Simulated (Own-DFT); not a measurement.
## Calculated data, GaP (zincblende, atoms displaced)

All values are calculated (Own-DFT development build). A calculation, not a measurement: plane-wave PBE density functional theory by an unreviewed code, no spin, of a simulated periodic cell, stress positive in tension, free energy of the whole cell less one offset for each atom, forces on such cells passed a denser k mesh, this cell's mesh not checked; offsets are fitted by least squares, one for each functional and potential file, so energies compare only between cells with the same atoms and settings and are not formation energies; the far tail of each file's local potential was reset to the Coulomb form; each entry is a single point on an unrelaxed cell, so the pressure reflects the starting lattice, mostly measured values (interpolated for alloys), from which strain is counted, and rises with the displacements; printed positions are rounded, which can move forces by about a meV/angstrom; the program, named Own-DFT, is a retired in-house code; no spin-orbit coupling; before rounding, a Quantum ESPRESSO 7.3.1 run of the same cell and cutoff gave forces within 1 meV/angstrom rms on each cell, which checks the program and not the settings.

Common to all runs: functional PBE; potential files PseudoDojo norm-conserving, scalar-relativistic, standard set; wave cutoff 42 hartree; occupations Fermi-Dirac; smearing width 0.1 eV; k mesh 2 x 3 x 3 centred on Gamma.

(1) GaP (zincblende, atoms displaced)

```xyz
96
Lattice="16.3515 0.0000 0.0000 0.0000 10.9010 0.0000 0.0000 0.0000 10.9010" Properties=species:S:1:pos:R:3 GaP
Ga    16.2811    10.7512     0.0036
Ga     0.0549     2.6453     2.9642
Ga     2.7285    10.8272     2.7705
Ga     2.7852     2.6478     0.1027
P      1.2985     1.3874     1.3447
P      1.2176     4.2443     3.8692
P      4.1109     1.4226     4.1095
P      4.1454     3.9255     1.3282
Ga     0.0121    10.8349     5.6375
Ga     0.1274     2.5821     8.1780
Ga     2.7321    10.8520     8.2415
Ga     2.7427     2.8247     5.4283
P      1.4776     1.2196     6.8032
P      1.4711     3.9776     9.4859
P      3.9664     1.4004     9.5095
P      3.9025     4.0971     6.8571
Ga    16.3508     5.3770     0.1135
Ga    16.2107     8.1904     2.7407
Ga     2.6627     5.5422     2.6649
Ga     2.7750     8.2424     0.0041
P      1.0765     6.8081     1.4964
P      1.4024     9.6125     4.1383
P      4.1305     6.6422     4.0839
P      4.0472     9.4317     1.4045
Ga    16.3267     5.4846     5.6388
Ga    16.2169     8.2818     8.3094
Ga     2.8378     5.4512     8.1898
Ga     2.7319     8.1286     5.6081
P      1.4605     6.8919     6.9063
P      1.4664     9.6020     9.6137
P      4.2588     6.8639     9.5433
P      4.0498     9.6962     6.6474
Ga     5.4358    10.8346    10.8382
Ga     5.4303     2.7107     2.8400
Ga     8.1328     0.0510     2.8412
Ga     8.1759     2.8678     0.1420
P      6.6405     1.4235     1.5333
P      6.7955     4.0161     4.1227
P      9.4041     1.4667     4.0127
P      9.4287     4.0818     1.3816
Ga     5.5401    10.7872     5.4988
Ga     5.4140     2.9270     8.1143
Ga     8.1647     0.0179     8.2646
Ga     8.0710     2.6853     5.3933
P      6.7881     1.2606     6.8028
P      6.8018     4.1482     9.6082
P      9.4863     1.3647     9.4588
P      9.5149     4.1177     6.9098
Ga     5.5132     5.4471     0.0724
Ga     5.3378     8.0426     2.8301
Ga     8.1374     5.2477     2.7724
Ga     8.1119     8.2420    10.8985
P      6.6760     6.6830     1.4229
P      6.9008     9.5063     4.1124
P      9.3911     6.8272     4.0343
P      9.4458     9.3677     1.3026
Ga     5.3779     5.3363     5.5360
Ga     5.4492     8.1136     8.3037
Ga     8.1682     5.5256     8.1632
Ga     8.3078     8.3939     5.3874
P      6.7605     6.7997     6.8651
P      6.9408     9.4284     9.5806
P      9.6521     6.8087     9.6755
P      9.4652     9.6308     6.7919
Ga    10.7176     0.0867     0.0956
Ga    10.8444     2.8750     2.6951
Ga    13.6671    10.8895     2.6347
Ga    13.6915     2.6318     0.0352
P     12.2814     1.3048     1.5110
P     12.3610     4.0040     4.1358
P     14.9253     1.3389     4.0534
P     14.8121     4.0890     1.2888
Ga    10.7942     0.0017     5.3754
Ga    10.9804     2.8024     8.1920
Ga    13.6396     0.0214     8.2878
Ga    13.3657     2.6422     5.5447
P     12.0527     1.2455     6.8994
P     12.2188     4.3490     9.4670
P     15.0427     1.2643     9.4304
P     14.9280     4.0406     6.7319
Ga    10.9049     5.3341     0.0694
Ga    10.8269     8.1391     2.8902
Ga    13.7311     5.3734     2.6984
Ga    13.6101     7.9617     0.0121
P     12.1056     6.7432     1.3745
P     12.1941     9.6019     4.2429
P     15.0616     6.8927     4.0230
P     14.9068     9.8305     1.3229
Ga    10.8999     5.4255     5.4983
Ga    11.0218     8.1880     8.3090
Ga    13.4061     5.3406     8.1063
Ga    13.5627     8.2250     5.5067
P     12.1147     6.9264     6.8608
P     12.2645     9.5733     9.6273
P     15.1201     6.9488     9.6114
P     14.9908     9.3551     6.8356
```

Results for GaP (zincblende, atoms displaced): free energy of cell above offsets -40.344 eV; pressure 4.64 GPa; stress xx -4.57 GPa; stress yy -4.41 GPa; stress zz -4.93 GPa; stress yz -0.25 GPa; stress xz 0.57 GPa; stress xy -1.3 GPa.

Force:
| element | x (eV/Å) | y (eV/Å) | z (eV/Å) |
| --- | --- | --- | --- |
| Ga | 1.924 | 2.237 | -1.034 |
| Ga | -0.885 | -0.504 | -2.169 |
| Ga | 0.047 | 1.261 | -0.561 |
| Ga | -1.013 | -0.047 | -0.538 |
| P | -0.09 | -0.772 | 0.639 |
| P | 1.075 | 0.141 | 3.038 |
| P | -0.386 | -1.144 | 0.688 |
| P | -0.293 | 2.126 | 0.722 |
| Ga | -0.595 | 0.04 | -1.427 |
| Ga | -0.317 | 0.628 | -0.752 |
| Ga | 0.665 | 0.335 | -0.68 |
| Ga | -1.396 | -0.898 | -1.182 |
| P | -0.45 | 1.488 | -0.124 |
| P | -0.435 | 0.985 | 1.051 |
| P | 1.909 | -0.368 | -0.129 |
| P | 1.678 | -0.226 | -0.857 |
| Ga | -0.093 | -0.437 | -1.463 |
| Ga | 0.793 | 2.985 | -0.316 |
| Ga | 0.638 | -0.613 | -0.784 |
| Ga | -0.825 | -1.752 | 0.073 |
| P | 2.606 | 0.41 | -1.488 |
| P | -0.849 | -1.591 | 0.317 |
| P | -1.275 | 0.594 | 1.217 |
| P | 0.996 | 0.896 | 0.504 |
| Ga | 0.542 | 0.579 | -1.365 |
| Ga | 2.656 | 0.002 | -0.284 |
| Ga | -1.181 | 1.342 | 1.391 |
| Ga | 0.615 | 0.614 | -2.194 |
| P | -1.673 | -0.935 | 1.211 |
| P | -1.28 | -0.905 | -0.391 |
| P | -2.61 | -1.647 | 1.711 |
| P | -0.238 | -1.992 | 2.607 |
| Ga | -0.136 | 0.576 | 0.456 |
| Ga | -0.65 | 0.699 | -0.048 |
| Ga | -0.29 | -0.631 | -1.935 |
| Ga | -1.877 | -2.723 | -1.756 |
| P | 1.736 | -1.327 | -2.006 |
| P | -0.792 | 0.668 | 0.518 |
| P | 1.853 | -0.14 | 0.486 |
| P | 2.102 | 0.868 | 0.261 |
| Ga | 0.169 | 1.231 | -1.496 |
| Ga | 0.413 | -1.754 | 0.687 |
| Ga | -0.538 | -0.377 | -0.923 |
| Ga | 0.697 | -0.026 | 1.684 |
| P | -0.059 | 1.428 | 0.916 |
| P | 0.52 | -0.205 | -0.819 |
| P | 0.541 | 1.571 | 1.666 |
| P | -0.301 | -0.694 | -1.159 |
| Ga | -1.424 | -0.913 | -0.674 |
| Ga | 1.146 | 0.8 | -0.575 |
| Ga | -0.784 | 2.054 | 0.095 |
| Ga | 0.519 | -3.264 | 0.971 |
| P | 1.987 | 1.441 | 0.893 |
| P | -1.934 | -0.035 | -0.9 |
| P | 0.504 | -1.193 | 1.02 |
| P | 1.022 | 2.229 | 2.19 |
| Ga | 0.756 | 0.388 | -0.001 |
| Ga | 1.106 | 1.963 | -2.415 |
| Ga | 0.363 | 0.136 | 1.007 |
| Ga | -0.807 | -2.292 | 0.749 |
| P | 0.254 | 0.58 | -1.044 |
| P | -2.138 | 1.879 | -1.364 |
| P | -1.332 | 0.237 | -0.777 |
| P | 1.296 | -0.253 | 1.452 |
| Ga | 0.741 | -0.686 | -0.134 |
| Ga | 0.761 | -1.146 | 0.644 |
| Ga | -1.431 | 0.694 | 2.983 |
| Ga | -1.048 | -0.38 | -1.042 |
| P | -1.689 | 1.397 | -1.572 |
| P | -1.521 | 1.72 | -0.836 |
| P | -0.255 | -0.405 | 2.014 |
| P | 2.231 | -0.938 | 0.321 |
| Ga | -1.05 | 1.084 | 0.378 |
| Ga | -0.914 | 0.041 | 0.347 |
| Ga | -1.016 | -1.325 | -1.425 |
| Ga | 1.672 | -1.17 | 0.2 |
| P | 1.328 | 0.197 | -0.07 |
| P | -0.861 | -4.19 | 2.511 |
| P | 0.408 | 1.178 | 1.424 |
| P | -0.292 | -0.568 | 1.275 |
| Ga | -0.961 | 0.814 | 0.114 |
| Ga | 0.513 | 0.471 | -1.141 |
| Ga | -1.295 | 1.371 | 0.852 |
| Ga | -0.662 | 1.711 | 0.56 |
| P | 1.384 | 0.333 | 1.38 |
| P | 0.961 | -0.52 | -1.982 |
| P | -2.113 | -1.373 | 2.121 |
| P | 0.095 | -5.096 | -0.123 |
| Ga | -0.466 | 0.24 | -0.575 |
| Ga | -1.614 | 0.879 | 0.195 |
| Ga | 3.234 | 2.704 | -2.237 |
| Ga | -0.056 | -1.197 | -0.685 |
| P | 1.349 | -1.16 | -1.085 |
| P | 0.158 | 0.183 | 0.697 |
| P | -1.149 | -2.907 | 0.259 |
| P | -0.628 | 2.289 | 0.044 |

(2) GaP (zincblende, atoms displaced)

```xyz
96
Lattice="16.3515 0.0000 0.0000 0.0000 10.9010 0.0000 0.0000 0.0000 10.9010" Properties=species:S:1:pos:R:3 GaP
Ga    16.3097     0.0567     0.0941
Ga    16.2880     2.8150     2.5819
Ga     2.7929     0.1857     2.7648
Ga     2.7501     2.6739    10.6631
P      1.3310     1.3366     1.3626
P      1.5817     3.9736     4.1229
P      4.0553     1.3563     4.2161
P      4.1748     4.0943     1.4769
Ga    16.2439    10.8378     5.6364
Ga    16.2424     2.5857     8.0823
Ga     2.7136    10.7433     8.1342
Ga     2.7039     2.6320     5.5766
P      1.2415     1.3294     6.7236
P      1.3088     3.9244     9.5840
P      4.2682     1.3549     9.6449
P      4.1393     4.1084     6.7070
Ga    16.3296     5.5043    10.8048
Ga     0.0198     8.0883     2.5796
Ga     2.7805     5.5279     2.7043
Ga     2.6096     8.0511    10.8263
P      1.2752     6.8106     1.2499
P      1.3347     9.5448     4.1053
P      4.2014     7.0000     4.0853
P      3.9738     9.5117     1.4329
Ga    16.2828     5.4564     5.3915
Ga    16.3271     7.9569     8.1652
Ga     2.8027     5.2725     8.0363
Ga     2.7428     8.3076     5.4613
P      1.4259     6.7869     6.9297
P      1.4121     9.6691     9.3914
P      4.1305     6.6567     9.5708
P      3.9878     9.5524     6.6383
Ga     5.4226     0.1950    10.8401
Ga     5.3754     2.5567     2.7403
Ga     8.3779    10.8735     2.7633
Ga     8.2529     2.8467    10.7421
P      6.7042     1.4075     1.3932
P      6.8440     4.1378     4.0773
P      9.3641     1.4185     4.1022
P      9.6172     3.9740     1.3733
Ga     5.5269     0.1006     5.5419
Ga     5.4487     2.8098     8.2206
Ga     8.2078     0.1616     8.1104
Ga     8.1689     2.5829     5.3203
P      6.7834     1.4274     6.8836
P      6.7692     4.0480     9.5366
P      9.5430     1.5357     9.5491
P      9.5847     4.0184     6.8550
Ga     5.5014     5.5032    10.8987
Ga     5.5838     8.2309     3.0155
Ga     8.1611     5.3612     2.6881
Ga     8.0204     7.9954     0.1609
P      6.6908     6.7978     1.5115
P      6.6448     9.4946     4.1860
P      9.4952     6.7116     4.1511
P      9.7822     9.5823     1.4447
Ga     5.6044     5.6365     5.4970
Ga     5.5230     8.1662     8.0839
Ga     8.0915     5.4990     8.2630
Ga     8.0827     8.0645     5.3240
P      6.8888     6.7841     6.9489
P      6.8573     9.5528     9.5926
P      9.6009     6.7209     9.5802
P      9.5276     9.5930     6.8228
Ga    10.9632    10.8355     0.1182
Ga    10.7436     2.6233     2.7285
Ga    13.8219    10.7755     2.8856
Ga    13.7012     2.8065     0.0118
P     12.2446     1.4450     1.2668
P     12.1630     4.1049     4.0685
P     15.1381     1.3887     3.9848
P     15.0501     4.1000     1.2818
Ga    10.9309     0.2324     5.3740
Ga    10.7545     2.6338     8.1286
Ga    13.6544     0.0847     8.2942
Ga    13.6925     2.6917     5.4868
P     12.1501     1.4148     6.7585
P     12.1570     3.9458     9.5523
P     15.2594     1.2850     9.4734
P     14.9856     3.9883     6.7008
Ga    10.9654     5.4296    10.8132
Ga    10.9732     8.1681     2.6974
Ga    13.7077     5.4367     2.6079
Ga    13.5016     8.2515    10.8683
P     12.1006     6.8184     1.2864
P     12.3106     9.4743     3.8240
P     14.9504     6.8548     4.0193
P     15.1002     9.4064     1.2432
Ga    10.7065     5.4616     5.4337
Ga    10.7635     8.0154     8.1081
Ga    13.7296     5.3948     8.0804
Ga    13.5379     8.1715     5.4138
P     12.2038     6.6843     6.9233
P     12.4187     9.3803     9.4115
P     14.9627     7.0106     9.5514
P     15.0274     9.5583     6.8339
```

It finds free energy of cell above offsets -38.433 eV; pressure 4.93 GPa; stress xx -4.89 GPa; stress yy -4.88 GPa; stress zz -5.03 GPa; stress yz 0.36 GPa; stress xz -0.28 GPa; stress xy -0.03 GPa.

Force:
| element | x (eV/Å) | y (eV/Å) | z (eV/Å) |
| --- | --- | --- | --- |
| Ga | 1.403 | -1.279 | -0.424 |
| Ga | 2.087 | -0.537 | 1.111 |
| Ga | -0.928 | -1.843 | -0.262 |
| Ga | 0.409 | -0.148 | 2.746 |
| P | 0.734 | 1.112 | -0.17 |
| P | -2.03 | 1.494 | -0.97 |
| P | 0.799 | 0.164 | 0.095 |
| P | -0.699 | -0.108 | -1.467 |
| Ga | 1.199 | 0.39 | -3.033 |
| Ga | 1.662 | 1.85 | -0.562 |
| Ga | 1.501 | 2.395 | -1.154 |
| Ga | 0.391 | 0.325 | -0.21 |
| P | 1.529 | -0.12 | 1.405 |
| P | -0.645 | 1.491 | -2.081 |
| P | -3.261 | 1.784 | -4.292 |
| P | 0.847 | -0.746 | -0.194 |
| Ga | -0.05 | -0.405 | -0.476 |
| Ga | 0.266 | 0.848 | 1.668 |
| Ga | 0.11 | -0.14 | 0.268 |
| Ga | 1.151 | 1.562 | -0.538 |
| P | 1.024 | -1.27 | 0.794 |
| P | -0.48 | 0.33 | -0.543 |
| P | -2.046 | -2.241 | 1.465 |
| P | 0.99 | 0.132 | -0.488 |
| Ga | 1.48 | -0.182 | -0.159 |
| Ga | 1.052 | 2.681 | -0.559 |
| Ga | -0.897 | 0.548 | 1.917 |
| Ga | -1.741 | -2.072 | -1.423 |
| P | 0.067 | -0.535 | -1.762 |
| P | -2.22 | -2.617 | 2.529 |
| P | -0.808 | 1.234 | -1.324 |
| P | 2.754 | 1.105 | 2.4 |
| Ga | 2.093 | -4.283 | 3.116 |
| Ga | -0.02 | 1.665 | 0.992 |
| Ga | -2.375 | -0.749 | -0.938 |
| Ga | -1.048 | -0.115 | 2.05 |
| P | 2.624 | -0.725 | -0.484 |
| P | -0.804 | -1.035 | 0.498 |
| P | 2.837 | -1.782 | -1.12 |
| P | -1.078 | 1.808 | -0.995 |
| Ga | -1.013 | -0.555 | -0.189 |
| Ga | -0.785 | -0.372 | -0.662 |
| Ga | 0.271 | -1.157 | 1.272 |
| Ga | -2.103 | 3.31 | 2.886 |
| P | 0.219 | 0.452 | -0.572 |
| P | 0.425 | 1.46 | 0.372 |
| P | -0.09 | -3.336 | 0.458 |
| P | -2.07 | 0.722 | -0.828 |
| Ga | -0.258 | -1.239 | 0.895 |
| Ga | -2.325 | -0.785 | -4.715 |
| Ga | 0.607 | 0.03 | -0.379 |
| Ga | 1.502 | 1.435 | -0.999 |
| P | 0.526 | -0.26 | 0.382 |
| P | 4.113 | 3.287 | 1.616 |
| P | -0.425 | 1.62 | -2.203 |
| P | -3.024 | -1.211 | -0.184 |
| Ga | -0.924 | -1.071 | -0.959 |
| Ga | -1.278 | 0.889 | 1.248 |
| Ga | 1.505 | -1.63 | 0.285 |
| Ga | 0.465 | 0.988 | 1.381 |
| P | 0.05 | 0.955 | -1.284 |
| P | -0.134 | 0.28 | -0.344 |
| P | -1.819 | 0.661 | 0.381 |
| P | 0.103 | -0.277 | -1.096 |
| Ga | 1.16 | 0.976 | -2.458 |
| Ga | 1.903 | 0.245 | 0.239 |
| Ga | 0.208 | 0.943 | -2.336 |
| Ga | -0.457 | -1.073 | -1.007 |
| P | 0.948 | -0.798 | 1.459 |
| P | 0.603 | -0.318 | -0.189 |
| P | -0.796 | -0.202 | 1.547 |
| P | -0.483 | 1.171 | -0.347 |
| Ga | -0.722 | -2.536 | -0.686 |
| Ga | 1.657 | 0.917 | -0.125 |
| Ga | -0.112 | -0.437 | -1.047 |
| Ga | -1.524 | -0.508 | -1.885 |
| P | 2.158 | 0.049 | 1.259 |
| P | 1.692 | 0.619 | -1.041 |
| P | -3.34 | 0.268 | 1.395 |
| P | 0.774 | 1.129 | 1.112 |
| Ga | -0.355 | -1.147 | 0.707 |
| Ga | -1.202 | -1.504 | 0.503 |
| Ga | -1.493 | 0.13 | 0.558 |
| Ga | 0.846 | -1.077 | 1.696 |
| P | 2.114 | -0.411 | 0.128 |
| P | -0.155 | 0.92 | 3.204 |
| P | 0.152 | -0.349 | 0.094 |
| P | -1.382 | 0.892 | 0.575 |
| Ga | 2.17 | -1.292 | 1.203 |
| Ga | 0.651 | 1.386 | 0.169 |
| Ga | -0.63 | -0.222 | 1.342 |
| Ga | -0.046 | 0.135 | 0.646 |
| P | 0.155 | 0.487 | -1.832 |
| P | -2.865 | 1.902 | -0.671 |
| P | -0.922 | -2.712 | 0.472 |
| P | -2.119 | -1.766 | 1.134 |

(3) GaP (zincblende, atoms displaced)

```xyz
96
Lattice="16.3515 0.0000 0.0000 0.0000 10.9010 0.0000 0.0000 0.0000 10.9010" Properties=species:S:1:pos:R:3 GaP
Ga     0.0124     0.1138     0.1709
Ga     0.0244     2.8190     2.7358
Ga     2.7471    10.7782     2.4833
Ga     2.6323     2.7425    10.8725
P      1.3643     1.4058     1.3800
P      1.3649     4.1994     3.9633
P      3.9783     1.2731     4.0626
P      3.9556     3.9930     1.5201
Ga     0.0357    10.7886     5.3639
Ga    16.1713     2.5652     8.1053
Ga     2.8577    10.8341     8.1779
Ga     2.8079     2.6391     5.4964
P      1.3399     1.3755     6.7692
P      1.3258     4.1397     9.4754
P      4.2164     1.3626     9.5351
P      4.1580     4.0798     6.8003
Ga    16.3264     5.5956    10.6925
Ga    16.1861     8.1768     2.6863
Ga     2.7535     5.3528     2.7971
Ga     2.7637     8.1868     0.2608
P      1.4808     6.6445     1.4941
P      1.3269     9.6150     4.1058
P      4.1856     6.6612     3.9885
P      3.9339     9.5543     1.3280
Ga     0.0011     5.2979     5.3699
Ga    16.3363     8.2180     8.3911
Ga     2.6449     5.3767     8.0737
Ga     2.6047     8.1284     5.3842
P      1.3299     6.7349     6.8789
P      1.4207     9.5106     9.6064
P      4.0225     6.6590     9.6505
P      3.9045     9.4155     6.7530
Ga     5.4556    10.8753    10.6382
Ga     5.4800     2.8537     2.4644
Ga     8.2479    10.7808     2.7161
Ga     8.0434     2.7084     0.0435
P      6.9110     1.2560     1.3838
P      6.7600     4.1521     4.0829
P      9.4460     1.4460     4.0978
P      9.6730     4.0185     1.3193
Ga     5.4442    10.7752     5.3406
Ga     5.5149     2.8176     8.1684
Ga     7.9886    10.6257     8.0913
Ga     8.0215     2.8406     5.5849
P      6.8193     1.3982     6.8880
P      6.8077     4.1423     9.4596
P      9.4389     1.2823     9.5960
P      9.5242     4.0254     6.8014
Ga     5.3624     5.5090    10.8881
Ga     5.5918     8.2177     2.6551
Ga     7.9940     5.5685     2.9090
Ga     8.1486     8.1792     0.0386
P      6.8502     6.7514     1.2375
P      6.7718     9.4454     3.9523
P      9.4903     6.6165     4.1242
P      9.3808     9.5544     1.2773
Ga     5.4962     5.5197     5.4610
Ga     5.6092     8.0956     8.1623
Ga     8.1454     5.4219     8.2839
Ga     8.1930     8.1457     5.6242
P      6.7625     6.9216     6.6704
P      6.7867     9.5968     9.4495
P      9.5112     6.8180     9.5875
P      9.4400     9.5915     6.8809
Ga    10.8541    10.8905    10.8963
Ga    10.8687     2.6822     2.6054
Ga    13.6348     0.0320     2.6718
Ga    13.6747     2.7748    10.8831
P     12.3346     1.4409     1.2691
P     12.2989     4.1132     4.1499
P     15.0227     1.3206     4.0401
P     15.0398     3.9120     1.2347
Ga    10.7437     0.1008     5.3825
Ga    10.7553     2.5778     8.1006
Ga    13.7424     0.2377     8.0280
Ga    13.6634     2.7224     5.4688
P     12.3127     1.2629     6.7768
P     12.2726     4.2069     9.3718
P     15.1405     1.3542     9.6235
P     15.0918     4.0616     6.7672
Ga    10.9622     5.3848    10.7840
Ga    10.8410     8.1095     2.5717
Ga    13.4432     5.5710     2.6737
Ga    13.6622     8.2962    10.8283
P     12.2789     6.8510     1.2202
P     12.3786     9.6302     4.0210
P     15.0012     6.9244     4.0050
P     15.0489     9.5661     1.3587
Ga    10.8766     5.4223     5.5583
Ga    10.9085     8.2190     8.2369
Ga    13.7435     5.1777     8.2203
Ga    13.6169     8.3084     5.4373
P     12.2879     7.0287     6.9784
P     12.1842     9.6074     9.5734
P     15.0095     6.6240     9.6247
P     15.0953     9.5255     6.8127
```

Results for GaP (zincblende, atoms displaced): free energy of cell above offsets -39.769 eV; pressure 4.87 GPa; stress xx -5.28 GPa; stress yy -4.59 GPa; stress zz -4.75 GPa; stress yz 0.54 GPa; stress xz 0.11 GPa; stress xy 0.2 GPa.

Force:
| element | x (eV/Å) | y (eV/Å) | z (eV/Å) |
| --- | --- | --- | --- |
| Ga | 0.748 | -1.366 | -1.104 |
| Ga | -0.28 | -0.911 | -0.004 |
| Ga | -2.178 | 2.64 | 3.438 |
| Ga | 0.513 | 0.001 | -0.366 |
| P | 0.412 | 0.319 | 0.531 |
| P | -0.222 | -2.292 | 2.074 |
| P | 1.26 | 0.124 | -1.067 |
| P | -0.066 | 0.969 | -3.109 |
| Ga | -0.7 | 1.777 | 1.231 |
| Ga | 2.319 | 1.032 | -0.031 |
| Ga | -1.141 | 0.697 | 0.066 |
| Ga | -0.626 | 0.64 | -0.584 |
| P | 0.131 | -0.755 | 0.567 |
| P | -0.377 | -1.228 | -0.247 |
| P | -1.859 | 1.588 | -0.924 |
| P | -0.305 | 0.319 | -0.277 |
| Ga | 4.033 | -3.569 | 4.544 |
| Ga | 2.811 | 0.148 | -0.058 |
| Ga | 0.88 | 1.145 | -0.161 |
| Ga | -1.922 | -2.514 | -2.54 |
| P | -1.95 | 1.6 | -1.281 |
| P | 1.014 | -1.82 | -2.401 |
| P | -0.522 | 2.018 | 0.375 |
| P | 5.432 | -0.354 | -0.771 |
| Ga | 0.217 | 2.193 | -0.004 |
| Ga | 0.021 | -0.835 | -1.023 |
| Ga | 1.137 | -0.103 | 0.684 |
| Ga | 0.126 | -1.01 | -0.383 |
| P | -0.978 | 0.89 | -1.049 |
| P | 0.163 | 0.684 | 0.976 |
| P | -0.707 | 2.18 | -1.746 |
| P | 2.421 | -0.017 | 0.263 |
| Ga | -0.011 | 0.025 | 3.016 |
| Ga | 1.209 | -2.412 | 2.434 |
| Ga | -0.639 | 1.149 | 1.226 |
| Ga | 1.313 | 0.436 | -0.495 |
| P | -1.571 | 0.159 | -0.42 |
| P | -0.623 | -1.33 | 0.169 |
| P | -0.392 | 0.177 | -0.461 |
| P | -2.016 | 1.359 | -0.506 |
| Ga | -0.827 | 0.712 | 0.674 |
| Ga | -0.583 | -0.768 | -0.076 |
| Ga | 1.386 | 3.908 | -0.374 |
| Ga | 0.366 | -0.588 | -1.274 |
| P | -0.655 | -1.259 | -0.761 |
| P | -0.727 | -0.549 | 2.112 |
| P | -0.433 | 0.002 | -0.941 |
| P | -0.324 | 0.841 | 0.809 |
| Ga | 0.506 | -1.925 | 0.888 |
| Ga | -2.229 | -1.677 | -1.352 |
| Ga | 0.865 | -0.786 | -1.973 |
| Ga | -0.327 | -0.26 | -1.334 |
| P | -0.515 | 0.325 | 1.014 |
| P | 1.952 | 1.043 | 2.139 |
| P | 1.023 | 2.513 | 0.536 |
| P | 2.085 | -0.398 | 0.384 |
| Ga | -0.851 | -0.815 | -0.194 |
| Ga | -2.733 | 0.171 | 0.579 |
| Ga | 0.939 | 1.095 | -1.639 |
| Ga | 1.109 | 0.628 | -2.572 |
| P | 0.47 | -1.999 | 1.914 |
| P | -0.632 | -3.073 | 1.852 |
| P | 0.116 | 0.192 | -0.417 |
| P | 2.018 | -0.89 | -1.226 |
| Ga | 0.168 | 0.688 | 0.461 |
| Ga | 1.018 | -0.21 | 1.449 |
| Ga | 0.261 | 0.6 | -0.488 |
| Ga | -0.913 | -0.358 | -1.578 |
| P | -0.74 | -1.17 | 0.396 |
| P | -0.639 | -0.215 | -0.482 |
| P | 0.158 | 0.569 | 0.399 |
| P | 0.338 | 3.012 | 1.046 |
| Ga | 1.112 | -0.966 | 0.111 |
| Ga | 0.914 | -0.101 | 0.758 |
| Ga | 1.018 | -2.248 | 1.841 |
| Ga | -0.034 | -0.294 | -0.569 |
| P | -1.729 | 1.678 | -0.948 |
| P | -1.505 | -3.237 | 1.23 |
| P | -2.199 | -0.209 | -0.265 |
| P | -1.026 | -0.632 | -0.07 |
| Ga | -0.473 | 0.552 | 0.776 |
| Ga | 0.027 | 0.267 | 1.023 |
| Ga | 1.624 | -0.99 | 0.447 |
| Ga | 0.002 | -0.535 | 0.027 |
| P | -0.526 | 0.243 | -0.331 |
| P | -2.414 | -0.528 | 0.132 |
| P | -1.575 | -1.931 | 1.626 |
| P | -0.995 | 0.253 | -0.65 |
| Ga | 1.13 | 0.48 | 0.092 |
| Ga | -0.994 | 0.387 | 0.526 |
| Ga | 0.888 | 2.817 | -1.611 |
| Ga | 0.289 | -0.687 | 0.285 |
| P | 0.852 | -2.158 | -1.55 |
| P | 1.278 | 0.334 | -0.872 |
| P | -3.825 | 4.227 | -3.189 |
| P | -0.564 | 0.165 | 0.624 |
